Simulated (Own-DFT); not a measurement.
# Computed records: Hf36O71 (tetragonal hafnia with one neutral oxygen vacancy, atoms displaced)

All values are calculated (Own-DFT development build). A calculation, not a measurement: plane-wave PBE and HSE06 DFT by an unreviewed code, no spin, of a simulated cell at Gamma alone, so results move with cell size and shape, stress positive in tension, energies less offsets, not probed for a lower state with spin; hafnium file: forces about 75 meV/angstrom off all-electron values; oxygen file: force components 24 meV/angstrom off all-electron in a glass; k mesh not checked against a denser one; forces and stress are PBE's, HSE06 gives the energy alone, and its difference from PBE has offsets of its own; offsets are fitted by least squares, one for each functional and potential file, so energies compare only between cells with the same atoms and settings and are not formation energies; the far tail of each file's local potential was reset to the Coulomb form; each entry is a single point on an unrelaxed cell, so the pressure reflects the starting lattice, taken from the Materials Project, from which strain is counted, and rises with the displacements; printed positions are rounded, which can move forces by about a meV/angstrom; the program is a retired in-house code; no spin-orbit coupling.

Settings shared by all entries: first functional PBE; second functional HSE06; exact exchange share 0.25; screening 0.11 1/bohr; exchange divergence Gygi-Baldereschi; potential files PseudoDojo norm-conserving, scalar-relativistic, made for PBE, standard set; wave cutoff 48 hartree; occupations fixed; k mesh 1 x 1 x 1 centred on Gamma.

(1) Hf36O71 (tetragonal hafnia with one neutral oxygen vacancy, atoms displaced)

```xyz
107
Lattice="10.7800 0.0000 0.0000 0.0000 10.7800 0.0000 0.0000 0.0000 10.4493" Properties=species:S:1:pos:R:3 Hf36O71
Hf     0.1286    10.6769     0.0413
Hf     1.7675     1.7636     2.8400
O     10.7577     1.6929     1.5970
O      1.8590    10.7357     3.6493
O      0.0090     1.8218     4.2569
O      1.8682     0.0245     1.0761
Hf     0.0275     0.0046     5.1780
Hf     1.9318     1.6654     7.8704
O      0.0736     1.8801     6.8030
O      1.6900    10.6998     8.7755
O      0.0322     1.8043     9.4298
O      1.7782     0.0297     6.3607
Hf     0.0830     3.5115     0.0285
Hf     1.7642     5.4190     2.6959
O     10.7728     5.4425     1.5023
O      1.8057     3.5476     3.6466
O      0.1059     5.3954     4.1531
O      1.7865     3.6521     1.1082
Hf     0.0157     3.6282     5.0963
Hf     1.7455     5.4087     7.9268
O      0.0551     5.3617     6.7899
O      1.7243     3.6611     8.8373
O      0.1030     5.3132     9.4524
O      1.7116     3.7707     6.2248
Hf    10.7435     7.2967     0.0604
Hf     1.8395     8.8689     2.7601
O     10.7729     9.0541     1.6853
O      1.7289     7.2930     3.5455
O     10.7568     8.9469     4.1757
O      1.8099     7.1469     0.8334
Hf    10.7615     7.1777     5.3579
Hf     1.8137     9.0889     7.6710
O     10.7371     8.9863     6.7941
O      1.9734     7.1370     8.8080
O      0.0673     8.8613     9.4192
O      1.8632     7.1742     6.2287
Hf     3.6499     0.0447    10.2766
Hf     5.4906     1.8450     2.7294
O      3.6353     1.7272     1.7544
O      5.4052    10.7527     3.6843
O      3.6253     1.8515     4.3280
O      5.3872    10.7273     1.1838
Hf     3.5433     0.0711     5.2602
Hf     5.3917     1.8674     7.9507
O      3.5619     1.7391     6.9277
O      5.5464    10.7375     8.8725
O      3.7277     1.7024     9.3825
O      5.4105    10.7673     6.2254
Hf     3.5617     3.6943     0.0424
Hf     5.4994     5.3833     2.6281
O      3.5415     5.4126     1.5526
O      5.4385     3.6960     3.5658
O      3.5565     5.4900     4.1725
O      5.4366     3.5662     1.0729
Hf     3.5999     3.4386     5.2431
Hf     5.4460     5.5418     7.7517
O      3.6508     5.4661     6.8375
O      5.4118     3.5445     9.0489
O      3.7105     5.3242     9.2916
O      5.4416     3.6091     6.3929
Hf     3.7332     7.1932     0.0776
Hf     5.3207     8.9849     2.6076
O      3.6318     8.8490     1.5649
O      5.2759     7.1913     3.7155
O      5.4100     7.2024     1.0363
Hf     3.6244     7.1770     5.1868
Hf     5.3304     8.9246     7.6248
O      3.5867     8.9617     6.7891
O      5.1963     7.2982     8.8501
O      3.5258     9.0423     9.5160
O      5.2069     7.1033     6.2759
Hf     7.3548    10.7477     0.0771
Hf     9.0680     1.7407     2.6044
O      7.2334     1.8191     1.4945
O      9.0151    10.7748     3.4924
O      7.2076     1.8229     4.2524
O      9.0147    10.7532     0.9785
Hf     7.1651    10.7688     5.2865
Hf     9.1188     1.7085     7.8126
O      7.1277     1.6715     6.8576
O      9.0413     0.1661     8.9196
O      7.0588     1.8204     9.3925
O      8.9672     0.0291     6.1140
Hf     7.2718     3.4244    10.4100
Hf     8.9523     5.3231     2.6451
O      7.2393     5.3678     1.5546
O      9.0348     3.5123     3.5978
O      7.3086     5.3757     4.1632
O      8.9439     3.4999     1.0779
Hf     7.1981     3.8100     5.4004
Hf     8.9618     5.4276     7.8983
O      7.1109     5.3133     6.7823
O      9.0135     3.5690     8.8562
O      7.1876     5.4503     9.4912
O      9.1047     3.6281     6.0081
Hf     7.3065     7.3142    10.4297
Hf     8.9384     8.8940     2.6723
O      7.1024     8.8346     1.6180
O      8.9381     7.1620     3.5489
O      7.1208     8.9340     4.1833
O      8.9366     7.3556     1.0864
Hf     7.2249     7.1896     5.1612
Hf     8.9534     8.8912     7.8661
O      7.1285     8.7578     6.8243
O      8.9612     7.2593     8.7689
O      7.1278     9.0301     9.4448
O      9.0486     7.1836     6.4260
```

- PBE energy of cell above offsets: -88.411 eV
- HSE06 less PBE above offsets: 0.569 eV
- PBE pressure: 5.12 GPa
- PBE stress xx: -2.67 GPa
- PBE stress yy: -7.69 GPa
- PBE stress zz: -5 GPa
- PBE stress yz: 1.21 GPa
- PBE stress xz: 0.15 GPa
- PBE stress xy: -0.44 GPa

Force:
```tsv
element	x (eV/Å)	y (eV/Å)	z (eV/Å)
Hf	0.167	1.182	0.853
Hf	0.98	-0.311	-5.156
O	1.857	0.302	0.351
O	-0.005	0.156	2.34
O	0.573	-1.946	-1.058
O	-0.276	-0.075	-1.509
Hf	-1.151	-0.509	0.253
Hf	-4.288	3.31	1.269
O	0.219	-1.144	0.118
O	0.22	1.051	1.857
O	0.509	-1.146	0.323
O	0.119	-0.133	-1.629
Hf	-0.756	1.18	-0.001
Hf	0.417	-0.703	-2.263
O	-0.907	0.013	1.849
O	0.41	0.922	0.711
O	-0.589	1.478	-0.004
O	-0.018	-0.641	-0.242
Hf	1.55	0.511	1.799
Hf	1.816	0.277	-1.21
O	-2.446	1.421	0.242
O	1.212	-3.23	1.174
O	-1.717	2.037	-0.33
O	2.684	-1.485	-0.976
Hf	2.244	-3.586	1.111
Hf	0.685	5.414	-5.034
O	0.295	-0.497	-0.958
O	0.138	-5.434	2.912
O	-0.22	0.282	1.323
O	-0.858	0.501	1.738
Hf	1.978	-0.577	-0.434
Hf	-0.046	-4.365	2.337
O	-0.008	0.213	-0.185
O	-0.823	1.952	-0.664
O	-0.758	2.48	-1.009
O	-1.982	0.754	-0.947
Hf	1.591	-2.46	5.049
Hf	0.221	-1.184	-2.888
O	-0.696	0.838	0.723
O	-0.725	0.325	0.711
O	-0.104	-2.901	-1.603
O	0.519	0.078	-1.641
Hf	1.863	-2.51	-0.417
Hf	2.039	-0.335	0.829
O	1.818	0.538	-2.69
O	-1.586	-0.277	-1.009
O	-1.871	2.734	-0.706
O	-1.554	-0.771	0.152
Hf	1.949	0.524	0.008
Hf	-1.488	0.974	-2.587
O	1.086	-0.229	0.398
O	-0.452	-1.065	2.674
O	-0.744	-2.215	-0.144
O	-0.661	0.339	0.148
Hf	-0.993	6.975	3.122
Hf	-4.824	-1.464	3.672
O	-0.633	-0.862	-0.407
O	-0.024	0.87	-1.636
O	-0.251	-0.087	2.045
O	-1.348	-0.704	-1.039
Hf	-2.344	-0.207	-2.313
Hf	0.179	1.031	-0.749
O	-1.311	-0.196	1.714
O	1.199	-0.112	-0.121
O	2.067	-0.842	0.461
Hf	-1.62	-0.366	-0.186
Hf	0.248	1.605	4.043
O	-0.82	1.049	-1.481
O	1.297	-0.259	-0.608
O	-0.148	-0.137	-1.458
O	4.521	0.951	0.039
Hf	-4.52	1.482	-1.043
Hf	-2.057	1.509	-0.854
O	-0.096	-0.938	1.258
O	0.068	-1.108	1.639
O	-0.632	-0.178	0.206
O	1.512	-0.562	0.613
Hf	-0.986	2.255	-1.76
Hf	-0.954	2.326	-0.778
O	1.721	0.468	-0.012
O	-0.305	-3.681	-0.111
O	1.236	-2.145	0.105
O	1.299	-0.392	1.12
Hf	-1.85	2.272	0.872
Hf	0.964	-1.496	-2.156
O	0.205	0.613	1.226
O	0.393	1.312	-0.282
O	-0.597	1.076	0.396
O	2.059	0.512	-0.552
Hf	0.307	-4.479	-1.962
Hf	1.602	-2.022	0.378
O	3.366	1.4	-0.46
O	-0.577	0.199	-1.005
O	0.783	0.43	-1.371
O	-2.911	0.49	2.765
Hf	-2.773	-1.508	1.099
Hf	0.123	1.744	-1.665
O	1.43	1.036	0.064
O	-0.079	-0.997	2.813
O	1.058	-0.086	0.867
O	1.411	-0.379	-0.884
Hf	-0.817	1.128	0.113
Hf	-0.108	3.328	-1.01
O	1.673	0.176	-0.936
O	-0.029	-2.224	2.916
O	1.95	-0.498	-0.685
O	-1.5	-0.372	-1.975
```

(2) Hf36O71 (tetragonal hafnia with one neutral oxygen vacancy, atoms displaced)

```xyz
107
Lattice="10.7800 0.0000 0.0000 0.0000 10.7800 0.0000 0.0000 0.0000 10.4493" Properties=species:S:1:pos:R:3 Hf36O71
Hf    10.7566    10.7702    10.4183
Hf     1.7165     1.8502     2.6369
O     10.7783     1.8224     1.5940
O      1.7631    10.7399     3.6737
O      0.0086     1.7766     4.1899
O      1.7948    10.7537     0.9863
Hf     0.0596    10.7415     5.2710
Hf     1.7733     1.8037     7.7997
O      0.0133     1.8559     6.8428
O      1.7449    10.7591     8.7948
O      0.0522     1.8369     9.3868
O      1.7496    10.7629     6.1989
Hf     0.0514     3.6044    10.4443
Hf     1.8021     5.5107     2.6707
O     10.7367     5.4047     1.6320
O      1.7771     3.6236     3.6011
O      0.0307     5.2847     4.1393
O      1.8708     3.5747     1.0675
Hf    10.7106     3.5530     5.2473
Hf     1.8514     5.2980     7.9009
O      0.0481     5.4042     6.7238
O      1.8226     3.6834     8.9015
O      0.0101     5.4001     9.4887
O      1.8026     3.5797     6.2311
Hf     0.0056     7.1746    10.4302
Hf     1.8511     8.9298     2.6605
O     10.6836     8.8629     1.6178
O      1.8131     7.1944     3.6352
O     10.7616     8.9354     4.2011
O      1.8114     7.1176     0.9375
Hf     0.0155     7.1424     5.2492
Hf     1.8762     8.9805     7.8972
O      0.0138     9.0360     6.7758
O      1.8247     7.2079     8.8439
O      0.0006     8.9649     9.4230
O      1.6859     7.2817     6.2491
Hf     3.6026     0.0381     0.0460
Hf     5.3776     1.8470     2.6213
O      3.6520     1.7106     1.5344
O      3.6282     1.7965     4.2400
O      5.3662     0.0067     1.0163
Hf     3.5514    10.6930     5.1774
Hf     5.3760     1.8254     7.9439
O      3.5970     1.7496     6.7593
O      5.4529     0.0284     8.9288
O      3.6678     1.8048     9.4631
O      5.3003    10.7127     6.2783
Hf     3.6205     3.5252    10.3947
Hf     5.3567     5.4137     2.5591
O      3.5007     5.4999     1.5504
O      5.3861     3.5938     3.6257
O      3.5630     5.3201     4.2899
O      5.4805     3.5604     1.0065
Hf     3.6508     3.6223     5.2376
Hf     5.3754     5.3842     7.9558
O      3.6196     5.3326     6.8544
O      5.3686     3.5832     8.8615
O      3.5505     5.3460     9.3992
O      5.3453     3.6200     6.2760
Hf     3.6498     7.2222     0.0340
Hf     5.4403     9.0426     2.6105
O      3.6005     9.0489     1.6185
O      5.5029     7.2278     3.6223
O      3.5521     8.9556     4.1892
O      5.5153     7.1489     0.9228
Hf     3.5559     7.1742     5.2003
Hf     5.4526     8.9774     7.8677
O      3.4902     8.9497     6.8365
O      5.3759     7.1809     8.8122
O      3.6373     9.0434     9.3818
O      5.3980     7.1463     6.1778
Hf     7.2624     0.0670     0.0374
Hf     8.8722     1.7713     2.6257
O      7.1384     1.7734     1.6208
O      8.9901     0.0114     3.7029
O      7.1985     1.7625     4.2886
O      8.9259    10.7726     1.0347
Hf     7.1896    10.7601     5.1766
Hf     9.0620     1.7636     7.9276
O      7.2309     1.7845     6.8205
O      8.9957    10.7501     8.9065
O      7.1924     1.7495     9.5055
O      9.0056    10.7731     6.2371
Hf     7.2512     3.5247     0.0177
Hf     8.9890     5.4717     2.5630
O      7.1484     5.3585     1.5294
O      9.0441     3.5961     3.6542
O      7.1535     5.3919     4.2722
O      8.9642     3.5918     1.1037
Hf     7.0869     3.5699     5.1345
Hf     8.9580     5.3756     7.8492
O      7.2008     5.3867     6.7832
O      8.9305     3.6550     8.8227
O      7.1626     5.3561     9.5343
O      8.9342     3.5843     6.2415
Hf     7.2210     7.0923    10.3915
Hf     8.9052     8.9840     2.5912
O      7.2297     8.9136     1.5938
O      9.0505     7.1183     3.6663
O      7.2238     8.9965     4.1598
O      8.9602     7.1512     1.0131
Hf     7.2804     7.1693     5.2243
Hf     8.9777     8.9861     7.7762
O      7.1725     8.9732     6.8883
O      8.9243     7.2128     8.8403
O      7.2761     9.0573     9.3923
O      9.0968     7.1953     6.2558
```

- PBE energy of cell above offsets: -96.973 eV
- HSE06 less PBE above offsets: 0.069 eV
- PBE pressure: 2.27 GPa
- PBE stress xx: -0.56 GPa
- PBE stress yy: -3.6 GPa
- PBE stress zz: -2.64 GPa
- PBE stress yz: -0.34 GPa
- PBE stress xz: -0.34 GPa
- PBE stress xy: 0.14 GPa

Force:
```tsv
element	x (eV/Å)	y (eV/Å)	z (eV/Å)
Hf	0.694	-0.717	0.359
Hf	0.604	-0.057	0.459
O	-0.889	-0.261	-0.49
O	0.423	0.098	-0.872
O	0.407	-0.076	0.269
O	-0.867	-0.107	-0.045
Hf	-1.654	-0.964	-1.621
Hf	1.069	-0.144	-0.811
O	-0.32	-0.298	-0.004
O	0.077	1.624	0.733
O	-0.424	-0.105	0.426
O	1.695	0.704	1.108
Hf	0.049	0.172	1.79
Hf	-1.584	-3.181	-0.917
O	1.354	0.036	-0.837
O	0.56	-0.37	-0.198
O	0.164	1.641	0.605
O	-0.651	-0.349	-1.09
Hf	0.134	0.666	-0.673
Hf	-0.562	2.892	-2.276
O	-0.647	-0.625	1.736
O	-0.283	-3.297	0.862
O	-0.204	-0.647	-0.802
O	0.244	-0.159	0.538
Hf	-0.173	1.077	0.533
Hf	-2.027	2.069	-0.748
O	1.479	0.528	-0.269
O	0.484	0.239	0.772
O	0.334	0.399	0.113
O	-0.065	0.809	0.964
Hf	-0.198	-0.236	-0.892
Hf	-2.048	-0.775	-0.882
O	-0.173	0.165	0.966
O	0.142	-0.967	0.387
O	-0.155	0.259	0.444
O	2.712	-0.588	-0.364
Hf	0.202	-0.67	-0.119
Hf	-1.443	-1.581	-0.087
O	-0.783	0.767	0.898
O	0.461	-0.598	-0.825
O	1.364	-0.632	0.858
Hf	0.155	1.951	1.247
Hf	0.326	-1.751	-2.684
O	-0.184	0.277	1.772
O	-0.363	-0.126	-0.697
O	-0.63	-0.418	-1.226
O	1.139	-0.385	-1.115
Hf	-0.03	1.166	1.687
Hf	0.838	0.542	-0.034
O	2.409	-0.14	0.784
O	0.229	0.714	-0.049
O	0.187	2.389	-1.722
O	-1.828	0.223	0.162
Hf	-1.597	-2.052	1.014
Hf	0.186	-0.031	-2.568
O	-0.414	0.583	0.122
O	0.25	0.212	0.857
O	0.941	0.822	0.682
O	1.232	-0.296	-0.034
Hf	-0.594	-0.297	-1.099
Hf	0.388	0.326	-0.039
O	0.526	-1.066	-0.279
O	-1.048	-0.571	-1.032
O	0.523	-0.616	-0.585
O	-2.531	0.049	0.926
Hf	0.352	0.034	2.054
Hf	-1.278	1.467	-0.203
O	2.453	-0.199	-1.039
O	0.103	0.124	0.751
O	-0.081	-0.626	1.009
O	-0.279	0.467	0.038
Hf	-2.49	-2.619	-0.838
Hf	2.329	0.774	1.17
O	0.386	0.011	-0.1
O	-0.577	-0.172	-1.175
O	-0.565	0.176	-1.828
O	1.976	0.331	0.914
Hf	0.021	0.081	1.888
Hf	-1.492	0.344	-2.157
O	-0.832	-0.147	1.294
O	0.659	1.017	-0.002
O	0.466	1.499	-1.027
O	-0.46	0.004	0.602
Hf	0.151	1.15	0.721
Hf	-0.16	-1.682	0.657
O	0.182	0.188	1.322
O	-1.166	-0.446	-0.581
O	-0.012	0.01	-1.202
O	0.461	-0.488	-1.382
Hf	1.446	0.705	2.514
Hf	0.678	0.76	-1.966
O	-0.189	0.488	1.384
O	0.274	-1.525	1.198
O	-0.143	-1.069	-2.03
O	0.056	0.14	-0.038
Hf	1.256	2.462	0.279
Hf	1.923	-0.121	1.426
O	-1.608	0.539	-0.285
O	-0.983	1.157	-0.11
O	-0.282	-0.304	0.379
O	-0.022	-0.494	-0.024
Hf	-0.968	-0.405	0.398
Hf	1.024	0.124	0.457
O	0.554	-0.307	-1.643
O	0.167	-1.018	-0.062
O	-0.863	-0.931	0.691
O	-2.08	0.256	0.447
```
